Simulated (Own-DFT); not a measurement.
SiGe3 (diamond-structure random alloy, atoms displaced) (calculated)

Computed with Own-DFT development build. A calculation, not a measurement: plane-wave PBE density functional theory by an unreviewed code, no spin, of a simulated periodic cell, stress positive in tension, free energy of the whole cell less one offset for each atom, forces on such cells passed a denser k mesh, this cell's mesh not checked; offsets are fitted by least squares, one for each functional and potential file, so energies compare only between cells with the same atoms and settings and are not formation energies; the far tail of each file's local potential was reset to the Coulomb form; each entry is a single point on an unrelaxed cell, so the pressure reflects the starting lattice, mostly measured values, from which strain is counted, and rises with the displacements; printed positions are rounded, which can move forces by about a meV/angstrom; the program is a retired in-house code; no spin-orbit coupling.

Settings shared by all entries: functional PBE; potential files PseudoDojo norm-conserving, scalar-relativistic, standard set; wave cutoff 42 hartree; occupations Fermi-Dirac; smearing width 0.1 eV; k mesh 3 x 3 x 3 centred on Gamma.

```yaml
- entry: 1
  formula: SiGe3
  kind: "diamond-structure random alloy, atoms displaced"
  structure:
    cell_angstrom: [[11.2025, 0.0, 0.0], [0.0, 11.2025, 0.0], [0.0, 0.0, 11.2025]]
    atoms_fractional:
      - [Si, 0.00178, 0.00136, 0.99934]
      - [Ge, 0.99821, 0.24953, 0.24557]
      - [Ge, 0.25304, 0.99812, 0.24764]
      - [Ge, 0.24861, 0.25056, 0.00036]
      - [Ge, 0.12404, 0.12898, 0.12578]
      - [Ge, 0.1233, 0.37392, 0.37417]
      - [Ge, 0.37157, 0.12412, 0.372]
      - [Ge, 0.37861, 0.37426, 0.12229]
      - [Ge, 0.00452, 0.00137, 0.50351]
      - [Si, 0.99661, 0.24753, 0.75064]
      - [Ge, 0.25177, 0.99638, 0.74579]
      - [Ge, 0.24985, 0.25169, 0.49578]
      - [Ge, 0.125, 0.12335, 0.62319]
      - [Ge, 0.12685, 0.37735, 0.87308]
      - [Ge, 0.37586, 0.12138, 0.87563]
      - [Ge, 0.3758, 0.37102, 0.62369]
      - [Ge, 0.00528, 0.50264, 0.00066]
      - [Ge, 0.99783, 0.74848, 0.25188]
      - [Ge, 0.24976, 0.49826, 0.24495]
      - [Ge, 0.25034, 0.7531, 0.00286]
      - [Ge, 0.12572, 0.62987, 0.13082]
      - [Ge, 0.12032, 0.87794, 0.37499]
      - [Si, 0.37713, 0.62444, 0.38029]
      - [Ge, 0.37713, 0.87871, 0.1265]
      - [Si, 0.9987, 0.50065, 0.50197]
      - [Ge, 0.99848, 0.75306, 0.74755]
      - [Si, 0.25245, 0.50264, 0.74931]
      - [Si, 0.25626, 0.7489, 0.5013]
      - [Si, 0.12504, 0.62648, 0.62416]
      - [Ge, 0.13135, 0.87791, 0.87713]
      - [Ge, 0.37576, 0.6266, 0.87515]
      - [Ge, 0.37298, 0.87181, 0.62586]
      - [Si, 0.50166, 0.00473, 0.00067]
      - [Ge, 0.49975, 0.24911, 0.25243]
      - [Si, 0.74952, 0.99969, 0.25132]
      - [Si, 0.74873, 0.25295, 0.99964]
      - [Ge, 0.6229, 0.12611, 0.12908]
      - [Ge, 0.62935, 0.37366, 0.37665]
      - [Ge, 0.87368, 0.12418, 0.37584]
      - [Ge, 0.87656, 0.37534, 0.12485]
      - [Si, 0.49705, 0.00113, 0.50088]
      - [Ge, 0.4976, 0.24839, 0.74843]
      - [Ge, 0.74957, 0.99667, 0.75048]
      - [Ge, 0.74844, 0.25056, 0.50351]
      - [Si, 0.62717, 0.13231, 0.62347]
      - [Ge, 0.6253, 0.38147, 0.87494]
      - [Ge, 0.87894, 0.12306, 0.87693]
      - [Ge, 0.87368, 0.37295, 0.62414]
      - [Ge, 0.50266, 0.49848, 0.00104]
      - [Si, 0.50117, 0.7487, 0.24886]
      - [Ge, 0.74748, 0.50112, 0.25127]
      - [Si, 0.74907, 0.74581, 0.99967]
      - [Ge, 0.62248, 0.62342, 0.12632]
      - [Ge, 0.6245, 0.87438, 0.37723]
      - [Si, 0.87691, 0.62805, 0.37526]
      - [Ge, 0.87589, 0.87602, 0.12449]
      - [Ge, 0.49579, 0.5011, 0.49874]
      - [Ge, 0.50112, 0.75603, 0.752]
      - [Ge, 0.74403, 0.50145, 0.74838]
      - [Si, 0.75006, 0.75106, 0.49936]
      - [Ge, 0.62717, 0.62928, 0.62128]
      - [Ge, 0.62378, 0.87338, 0.87373]
      - [Ge, 0.86971, 0.62196, 0.87388]
      - [Ge, 0.87927, 0.87755, 0.62685]
  results:
    "free_energy_of_cell_above_offsets [eV]": "-8.036"
    "pressure [GPa]": 3.34
    "stress_xx [GPa]": -3.33
    "stress_yy [GPa]": -3.33
    "stress_zz [GPa]": -3.38
    "stress_yz [GPa]": 0.17
    "stress_xz [GPa]": 0.08
    "stress_xy [GPa]": 0.16
    force_element: [Si, Ge, Ge, Ge, Ge, Ge, Ge, Ge, Ge, Si, Ge, Ge, Ge, Ge, Ge, Ge, Ge, Ge, Ge, Ge, Ge, Ge, Si, Ge, Si, Ge, Si, Si, Si, Ge, Ge, Ge, Si, Ge, Si, Si, Ge, Ge, Ge, Ge, Si, Ge, Ge, Ge, Si, Ge, Ge, Ge, Ge, Si, Ge, Si, Ge, Ge, Si, Ge, Ge, Ge, Ge, Si, Ge, Ge, Ge, Ge]
    "force_x [eV/angstrom]": [0.279, -0.158, -0.959, 0.282, 0.078, -0.441, 0.554, -0.225, -0.83, 0.573, -0.13, -0.176, 0.227, -0.109, -0.135, -0.547, -0.444, -0.216, 0.556, 0.285, 0.067, 1.159, -0.447, 0.885, 0.18, 0.68, -0.347, -1.066, 0.372, -1.05, -0.114, 0.591, 0.17, -0.009, -0.029, 0.158, 0.742, -0.75, -0.02, -0.546, 0.439, 0.703, -0.164, 0.307, -0.712, -0.039, -0.627, 0.519, -0.474, -0.467, 0.895, -0.059, 0.262, -0.145, -0.549, -0.449, 0.693, -0.185, 0.616, 0.83, -0.49, 0.342, 0.535, -0.871]
    "force_y [eV/angstrom]": [-0.155, 0.027, 0.289, -0.018, -0.952, 0.578, -0.255, -0.198, 0.009, 0.278, 0.594, -0.32, 0.982, -0.183, 0.058, 0.795, 0.083, 0.344, 0.358, -0.256, -0.212, -0.737, 0.524, -0.455, 0.421, -0.699, -0.008, -0.348, -0.249, -0.038, -0.223, 0.316, -0.57, 0.337, -0.111, -0.282, -0.159, 0.279, -0.171, 0.243, 0.349, 0.005, 0.949, -0.291, -1.442, -1.324, 0.351, 0.424, 0.483, -0.031, 0.202, 0.426, 0.68, 0.138, -0.523, 0.084, -0.19, -0.926, -0.06, 0.099, 0.083, 0.459, 0.444, -0.305]
    "force_z [eV/angstrom]": [0.281, 0.868, 0.196, -0.352, -0.368, -0.031, 0.606, 0.221, -0.531, -0.125, 0.364, 0.332, 0.722, -0.624, 0.044, 0.278, 0.001, 0.21, 1.015, 0.064, -0.609, 0.216, -1.208, -0.42, -0.245, 0.688, -0.463, -0.425, -0.13, -0.094, -0.016, -0.725, 0.022, 0.118, -0.027, 0.022, -0.633, 0.028, -0.145, -0.518, 0.261, 0.362, -0.33, -0.433, 0.274, 0.002, 0.173, 0.477, -0.203, 0.697, 0.202, 0.15, -0.088, -0.227, 0.707, -0.371, 0.136, -0.478, -0.449, -0.184, 0.003, 1.322, 0.189, -0.8]
- entry: 2
  formula: SiGe3
  kind: "diamond-structure random alloy, atoms displaced"
  structure:
    cell_angstrom: [[11.2025, 0.0, 0.0], [0.0, 11.2025, 0.0], [0.0, 0.0, 11.2025]]
    atoms_fractional:
      - [Ge, 0.9958, 0.99896, 0.00273]
      - [Ge, 0.00071, 0.2546, 0.25301]
      - [Si, 0.24908, 0.99856, 0.24996]
      - [Ge, 0.24936, 0.24896, 0.00063]
      - [Ge, 0.12892, 0.12878, 0.12074]
      - [Si, 0.12937, 0.37294, 0.3788]
      - [Si, 0.37847, 0.12632, 0.38064]
      - [Ge, 0.37272, 0.37435, 0.12268]
      - [Si, 0.9987, 0.99808, 0.50197]
      - [Si, 0.99855, 0.2519, 0.75253]
      - [Si, 0.24956, 0.9977, 0.75015]
      - [Ge, 0.25389, 0.2537, 0.4981]
      - [Ge, 0.13251, 0.12445, 0.62394]
      - [Ge, 0.12618, 0.37353, 0.87427]
      - [Ge, 0.37685, 0.12387, 0.87336]
      - [Ge, 0.36972, 0.37543, 0.62384]
      - [Ge, 0.00286, 0.49968, 0.00218]
      - [Si, 0.99216, 0.74762, 0.24669]
      - [Ge, 0.24829, 0.50274, 0.25134]
      - [Ge, 0.25089, 0.74935, 0.99863]
      - [Ge, 0.12245, 0.62386, 0.12556]
      - [Ge, 0.12528, 0.87521, 0.37634]
      - [Ge, 0.37511, 0.62563, 0.37505]
      - [Ge, 0.3767, 0.8758, 0.12685]
      - [Ge, 0.00314, 0.50005, 0.50327]
      - [Ge, 0.99679, 0.74797, 0.74957]
      - [Ge, 0.25212, 0.50188, 0.75044]
      - [Ge, 0.25381, 0.74675, 0.50398]
      - [Ge, 0.12558, 0.62572, 0.62507]
      - [Ge, 0.12753, 0.87577, 0.87483]
      - [Si, 0.37531, 0.62568, 0.87604]
      - [Si, 0.3796, 0.87619, 0.61709]
      - [Si, 0.49626, 0.9995, 0.99813]
      - [Ge, 0.50084, 0.24389, 0.25309]
      - [Si, 0.75061, 0.99957, 0.25039]
      - [Ge, 0.74655, 0.24721, 0.99597]
      - [Ge, 0.62547, 0.12634, 0.12394]
      - [Ge, 0.62498, 0.37402, 0.37438]
      - [Ge, 0.8798, 0.12543, 0.37217]
      - [Ge, 0.87408, 0.37314, 0.12655]
      - [Ge, 0.50374, 0.00115, 0.50342]
      - [Ge, 0.50136, 0.24786, 0.75191]
      - [Ge, 0.74919, 0.99556, 0.74549]
      - [Ge, 0.74474, 0.25293, 0.49393]
      - [Ge, 0.62474, 0.1248, 0.62489]
      - [Ge, 0.6282, 0.37661, 0.8746]
      - [Ge, 0.88232, 0.12942, 0.87448]
      - [Ge, 0.87499, 0.37709, 0.62316]
      - [Si, 0.49514, 0.50088, 0.99745]
      - [Ge, 0.49996, 0.75064, 0.2477]
      - [Ge, 0.75381, 0.5016, 0.25247]
      - [Ge, 0.74981, 0.74896, 0.99591]
      - [Ge, 0.62512, 0.62142, 0.12424]
      - [Si, 0.62677, 0.87592, 0.37421]
      - [Ge, 0.87856, 0.6286, 0.37422]
      - [Ge, 0.87628, 0.87274, 0.12557]
      - [Ge, 0.5022, 0.49959, 0.50026]
      - [Si, 0.50104, 0.75149, 0.75374]
      - [Ge, 0.75073, 0.49982, 0.74708]
      - [Si, 0.74951, 0.75349, 0.50042]
      - [Ge, 0.62554, 0.62456, 0.62415]
      - [Ge, 0.61841, 0.87235, 0.8763]
      - [Ge, 0.8723, 0.62642, 0.8736]
      - [Si, 0.87321, 0.87275, 0.62141]
  results:
    "free_energy_of_cell_above_offsets [eV]": "-8.171"
    "pressure [GPa]": 3.33
    "stress_xx [GPa]": -3.3
    "stress_yy [GPa]": -3.37
    "stress_zz [GPa]": -3.33
    "stress_yz [GPa]": 0.44
    "stress_xz [GPa]": 0.1
    "stress_xy [GPa]": -0.25
    force_element: [Ge, Ge, Si, Ge, Ge, Si, Si, Ge, Si, Si, Si, Ge, Ge, Ge, Ge, Ge, Ge, Si, Ge, Ge, Ge, Ge, Ge, Ge, Ge, Ge, Ge, Ge, Ge, Ge, Si, Si, Si, Ge, Si, Ge, Ge, Ge, Ge, Ge, Ge, Ge, Ge, Ge, Ge, Ge, Ge, Ge, Si, Ge, Ge, Ge, Ge, Si, Ge, Ge, Ge, Si, Ge, Si, Ge, Ge, Ge, Si]
    "force_x [eV/angstrom]": [0.892, 0.825, 0.407, 0.509, -0.625, -0.485, -0.587, 0.515, 0.103, 0.719, 0.86, -0.238, -1.106, -0.253, -0.5, 1.134, -0.616, 1.38, -0.069, 0.154, -0.031, -0.46, 0.321, -0.383, 0.246, 0.174, -0.104, -0.111, 0.029, -0.475, 0.436, -0.371, 0.355, -0.478, -0.06, 0.669, -0.154, -0.341, -0.545, -0.131, -0.218, -0.141, 0.429, 0.986, 0.46, -0.852, -0.907, 0.047, 0.356, 0.572, -0.33, -0.321, -0.217, 0.206, -0.451, -0.882, -0.432, -0.896, 0.027, -0.021, -0.071, 0.341, 0.431, 0.283]
    "force_y [eV/angstrom]": [0.233, -0.121, 0.738, 0.181, -0.876, 0.601, -0.838, 0.217, 0.108, 0.081, -0.187, -0.685, -0.064, 0.089, -0.5, 0.159, -0.216, 0.41, -0.65, -0.184, 0.731, -0.282, -0.093, 0.483, -0.201, 0.701, 0.195, 0.681, 0.021, 0.093, 0.104, -0.278, 0.142, 0.553, -0.103, 0.285, -1.169, 0.594, -0.599, 0.122, -0.294, 0.563, 0.196, -0.729, 0.342, 0.384, -0.713, -0.814, -0.066, 0.052, -0.19, 0.193, -0.045, 0.01, 0.042, 0.116, -0.113, -0.41, 0.129, -0.045, 0.863, 0.607, -0.658, 0.106]
    "force_z [eV/angstrom]": [-0.222, -0.19, 0.403, -0.753, 1.172, -0.389, -0.677, 0.394, 0.125, -0.947, -0.561, -0.369, 0.381, -0.18, 0.136, 0.488, -0.477, 0.295, 0.185, 0.246, 0.277, -0.357, -0.032, -0.306, -0.821, -0.306, 0.374, -0.329, 0.439, -0.229, -0.291, 1.713, 0.42, -0.22, 0.027, 0.372, -0.049, -0.577, 0.467, -0.41, -0.974, -0.387, 0.537, 0.699, 0.134, 0.109, -0.365, 0.212, -0.001, 0.54, -0.093, 0.585, -0.324, -0.021, 0.696, 0.274, -0.071, -0.904, 0.156, -0.338, 0.214, 0.019, 0.172, -0.096]
- entry: 3
  formula: SiGe3
  kind: "diamond-structure random alloy, atoms displaced"
  structure:
    cell_angstrom: [[11.2025, 0.0, 0.0], [0.0, 11.2025, 0.0], [0.0, 0.0, 11.2025]]
    atoms_fractional:
      - [Ge, 0.00151, 0.00318, 0.00506]
      - [Si, 0.00903, 0.2536, 0.24858]
      - [Ge, 0.24928, 0.00034, 0.25019]
      - [Ge, 0.24983, 0.24697, 0.99334]
      - [Ge, 0.12205, 0.12482, 0.12799]
      - [Si, 0.12652, 0.37755, 0.37435]
      - [Ge, 0.37071, 0.1247, 0.37503]
      - [Ge, 0.37882, 0.37533, 0.12834]
      - [Ge, 0.99933, 0.00013, 0.49839]
      - [Ge, 0.00021, 0.24341, 0.74963]
      - [Ge, 0.24816, 0.0017, 0.75022]
      - [Ge, 0.24795, 0.25111, 0.49949]
      - [Si, 0.12321, 0.12407, 0.62171]
      - [Ge, 0.12901, 0.37507, 0.87432]
      - [Ge, 0.37187, 0.12593, 0.87992]
      - [Ge, 0.3776, 0.37817, 0.62816]
      - [Ge, 0.99904, 0.49979, 0.00624]
      - [Si, 0.9988, 0.74943, 0.24907]
      - [Si, 0.25023, 0.50055, 0.2491]
      - [Si, 0.25112, 0.75163, 0.00421]
      - [Ge, 0.12331, 0.62492, 0.12467]
      - [Ge, 0.12393, 0.87236, 0.37569]
      - [Ge, 0.37613, 0.62655, 0.36912]
      - [Ge, 0.37885, 0.87537, 0.12986]
      - [Ge, 0.00032, 0.49695, 0.4971]
      - [Ge, 0.00568, 0.75036, 0.7499]
      - [Ge, 0.25196, 0.50384, 0.74956]
      - [Ge, 0.25148, 0.74973, 0.50133]
      - [Ge, 0.1213, 0.62756, 0.62245]
      - [Si, 0.12675, 0.8742, 0.87805]
      - [Si, 0.38374, 0.62681, 0.87344]
      - [Ge, 0.37307, 0.879, 0.62748]
      - [Ge, 0.50088, 0.99657, 0.00101]
      - [Si, 0.49959, 0.25176, 0.24859]
      - [Si, 0.74981, 0.99644, 0.25524]
      - [Ge, 0.74608, 0.24821, 0.00032]
      - [Ge, 0.62047, 0.12649, 0.12216]
      - [Ge, 0.62857, 0.37484, 0.37642]
      - [Ge, 0.87231, 0.12434, 0.37697]
      - [Ge, 0.87233, 0.3741, 0.12522]
      - [Si, 0.50283, 0.00087, 0.5006]
      - [Si, 0.50435, 0.24845, 0.74973]
      - [Ge, 0.74754, 0.00332, 0.75091]
      - [Ge, 0.754, 0.2474, 0.50003]
      - [Si, 0.62707, 0.12592, 0.62984]
      - [Ge, 0.62008, 0.37461, 0.87611]
      - [Ge, 0.87391, 0.12643, 0.87301]
      - [Ge, 0.87292, 0.37293, 0.62457]
      - [Si, 0.49961, 0.50092, 0.00361]
      - [Ge, 0.49981, 0.74907, 0.25094]
      - [Ge, 0.75069, 0.49767, 0.24794]
      - [Ge, 0.7499, 0.74785, 0.99907]
      - [Ge, 0.62208, 0.62374, 0.1311]
      - [Ge, 0.62834, 0.8738, 0.36889]
      - [Ge, 0.87512, 0.62103, 0.37481]
      - [Si, 0.87131, 0.87321, 0.12623]
      - [Ge, 0.49987, 0.50402, 0.4995]
      - [Ge, 0.50067, 0.75023, 0.7479]
      - [Ge, 0.74777, 0.49819, 0.74664]
      - [Ge, 0.75187, 0.7514, 0.50188]
      - [Si, 0.62062, 0.62707, 0.62338]
      - [Ge, 0.62852, 0.8715, 0.86991]
      - [Ge, 0.8773, 0.62292, 0.8706]
      - [Ge, 0.87247, 0.8723, 0.62574]
  results:
    "free_energy_of_cell_above_offsets [eV]": "-8.092"
    "pressure [GPa]": 3.34
    "stress_xx [GPa]": -3.33
    "stress_yy [GPa]": -3.41
    "stress_zz [GPa]": -3.29
    "stress_yz [GPa]": -0.36
    "stress_xz [GPa]": 0.09
    "stress_xy [GPa]": 0.02
    force_element: [Ge, Si, Ge, Ge, Ge, Si, Ge, Ge, Ge, Ge, Ge, Ge, Si, Ge, Ge, Ge, Ge, Si, Si, Si, Ge, Ge, Ge, Ge, Ge, Ge, Ge, Ge, Ge, Si, Si, Ge, Ge, Si, Si, Ge, Ge, Ge, Ge, Ge, Si, Si, Ge, Ge, Si, Ge, Ge, Ge, Si, Ge, Ge, Ge, Ge, Ge, Ge, Si, Ge, Ge, Ge, Ge, Si, Ge, Ge, Ge]
    "force_x [eV/angstrom]": [-0.728, -1.13, -0.151, -0.247, 0.717, 0.289, 1.108, -0.622, 0.052, 0.463, -0.599, -0.161, 0.144, -0.726, 1.246, 0.13, 0.01, -0.339, -0.23, 0.404, 0.562, -0.151, -0.677, -0.73, 0.062, -0.439, 0.122, 0.115, 0.572, 0.21, -0.936, 0.551, -0.001, 0.158, 0.299, 0.345, 0.415, -0.623, 0.859, 0.604, 0.112, -0.619, 0.284, -0.971, -0.586, 0.004, 0.032, 0.595, -0.156, 0.199, -0.107, 0.214, 0.233, -0.485, 0.149, 0.331, 0.192, -0.073, -0.487, -0.653, 0.639, -0.344, -0.022, 0.567]
    "force_y [eV/angstrom]": [-1.077, 0.125, -0.305, 0.698, 0.523, -0.084, 0.176, 0.067, -0.13, 0.737, 0.152, 0.261, -0.082, 0.237, -0.472, -0.662, -0.298, 0.165, -0.194, -0.246, 0.446, -0.094, -0.483, -0.156, -0.164, 0.532, 0.418, 0.045, -0.578, 0.095, -0.066, 0.009, -0.102, -0.279, 0.634, 0.272, -0.514, -0.344, 0.065, -0.706, 0.192, -0.18, -0.292, -0.045, 0.039, 0.245, -0.346, -0.037, 0.24, 0.279, 0.158, -0.066, -0.172, 0.291, 0.668, 0.21, -0.176, -0.171, 0.446, -0.789, -0.061, 0.305, -0.059, 0.695]
    "force_z [eV/angstrom]": [-0.585, 0.655, 0.102, 1.6, -0.162, -0.438, 0.083, -0.442, 0.433, -0.37, 0.237, 0.343, 0.108, -0.111, -1.2, -0.153, -1.015, -0.052, 0.114, -0.807, 0.474, -0.382, 0.559, -0.583, 0.183, 0.504, 0.343, -0.24, -0.114, 0.33, 0.997, -0.567, -0.564, 0.665, -1.355, -0.266, 1.19, -0.181, -1.163, 0.184, 0.077, 0.075, -0.347, 0.489, -0.842, 0.064, 0.714, 0.125, -0.43, -0.014, 0.424, 0.312, -1.036, 1.184, -0.308, 0.367, -0.095, -0.136, 0.008, -0.276, -0.027, 0.616, 0.338, 0.361]
```
